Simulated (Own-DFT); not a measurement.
## Calculated data, SiC (4H silicon carbide, atoms displaced)

A calculation, not a measurement: plane-wave PBE density functional theory by an unreviewed code, no spin, of a simulated periodic cell, stress positive in tension, free energy of the whole cell less one offset for each atom, forces on such cells passed a denser k mesh, this cell's mesh not checked; offsets are fitted by least squares, one for each functional and potential file, so energies compare only between cells with the same atoms and settings and are not formation energies; the far tail of each file's local potential was reset to the Coulomb form; each entry is a single point on an unrelaxed cell, so the pressure reflects the starting lattice, mostly measured values (interpolated for alloys), from which strain is counted, and rises with the displacements; printed positions are rounded, which can move forces by about a meV/angstrom; the program, named Own-DFT, is a retired in-house code; no spin-orbit coupling. Program: Own-DFT development build.

```cif
# cell vector a (Å): 6.1654 0.0000 0.0000
# cell vector b (Å): -3.0827 5.3394 0.0000
# cell vector c (Å): 0.0000 0.0000 10.0681
data_SiC
_symmetry_space_group_name_H-M 'P 1'
_symmetry_Int_Tables_number 1
_cell_length_a 6.1654
_cell_length_b 6.1654
_cell_length_c 10.0681
_cell_angle_alpha 90.000
_cell_angle_beta 90.000
_cell_angle_gamma 120.000
_cell_volume 331.44
loop_
_atom_site_label
_atom_site_type_symbol
_atom_site_fract_x
_atom_site_fract_y
_atom_site_fract_z
_atom_site_occupancy
Si1 Si 0.01434 0.01054 0.40922 1
Si2 Si 0.17199 0.32695 0.15668 1
C1 C 0.00580 0.00639 0.09239 1
C2 C 0.17639 0.31899 0.35071 1
Si3 Si 0.01260 0.51333 0.40835 1
Si4 Si 0.16525 0.84223 0.16122 1
C3 C 0.01019 0.50953 0.09372 1
C4 C 0.17016 0.83768 0.33657 1
Si5 Si 0.49872 0.99487 0.39762 1
Si6 Si 0.65593 0.32129 0.16444 1
C5 C 0.49926 0.99511 0.10439 1
C6 C 0.66696 0.32468 0.34425 1
Si7 Si 0.49536 0.50405 0.41480 1
Si8 Si 0.65745 0.81209 0.16830 1
C7 C 0.49080 0.50051 0.09145 1
C8 C 0.69103 0.84659 0.33375 1
Si9 Si 0.00710 0.99903 0.90027 1
Si10 Si 0.82320 0.67875 0.65857 1
C9 C 0.99942 0.98365 0.59099 1
C10 C 0.84602 0.66015 0.85004 1
Si11 Si 0.99122 0.48382 0.91628 1
Si12 Si 0.83295 0.18054 0.65465 1
C11 C 0.99472 0.50732 0.60272 1
C12 C 0.83596 0.16549 0.84515 1
Si13 Si 0.47974 0.98858 0.90342 1
Si14 Si 0.34204 0.66015 0.64922 1
C13 C 0.49448 0.00369 0.59107 1
C14 C 0.33207 0.66612 0.83333 1
Si15 Si 0.48177 0.49899 0.89889 1
Si16 Si 0.32871 0.17103 0.66695 1
C15 C 0.49548 0.50498 0.59531 1
C16 C 0.33271 0.18114 0.85014 1
_calc_functional 'PBE'
_calc_potential_files 'PseudoDojo norm-conserving, scalar-relativistic, standard set'
_calc_wave_cutoff 42  # hartree
_calc_occupations 'Fermi-Dirac'
_calc_smearing_width 0.1  # eV
_calc_hardware 'one NVIDIA H100'
_calc_k_mesh '5 x 5 x 3 centred on Gamma'
_calc_free_energy_of_cell_above_offsets '-1.656'  # eV
_calc_pressure 5.81  # GPa
_calc_stress_xx -1.8  # GPa
_calc_stress_yy -6.8  # GPa
_calc_stress_zz -8.82  # GPa
_calc_stress_yz -0.36  # GPa
_calc_stress_xz -0.61  # GPa
_calc_stress_xy -0.26  # GPa
_calc_wall_time 125.1  # s
```

Force:
```
element  x (eV/Å)  y (eV/Å)  z (eV/Å)
     Si    -0.036    -2.401    -0.186
     Si    -1.455      0.66     0.285
      C    -0.688    -1.248    -0.036
      C    -1.625     3.334    -1.025
     Si    -0.691     -1.78     0.077
     Si     0.498    -0.814    -2.814
      C    -0.557    -1.139     2.173
      C     0.035    -0.541     2.797
     Si     0.576     0.655     1.219
     Si     0.683      1.55     -2.38
      C    -0.073    -0.499    -1.744
      C     -0.27     1.846     1.533
     Si     2.343    -0.131    -2.301
     Si     0.108     1.915    -6.047
      C     1.389    -0.765     0.174
      C    -1.131      -1.3     6.224
     Si     -1.93    -0.879     2.139
     Si     2.239    -1.972     1.375
      C     -1.22      3.27     0.853
      C    -2.484     0.418    -1.117
     Si     0.557     0.978    -1.922
     Si      0.28    -1.626      0.26
      C     0.706     0.507    -2.246
      C    -0.906     -1.06    -0.361
     Si     2.152     0.924     1.486
     Si    -4.103     2.394     1.327
      C     0.671    -0.197      0.05
      C    -0.852    -0.146     1.368
     Si     2.416     2.476      2.46
     Si     0.595    -1.043    -2.342
      C      1.73    -1.428     0.078
      C     1.044    -1.959    -1.357
```
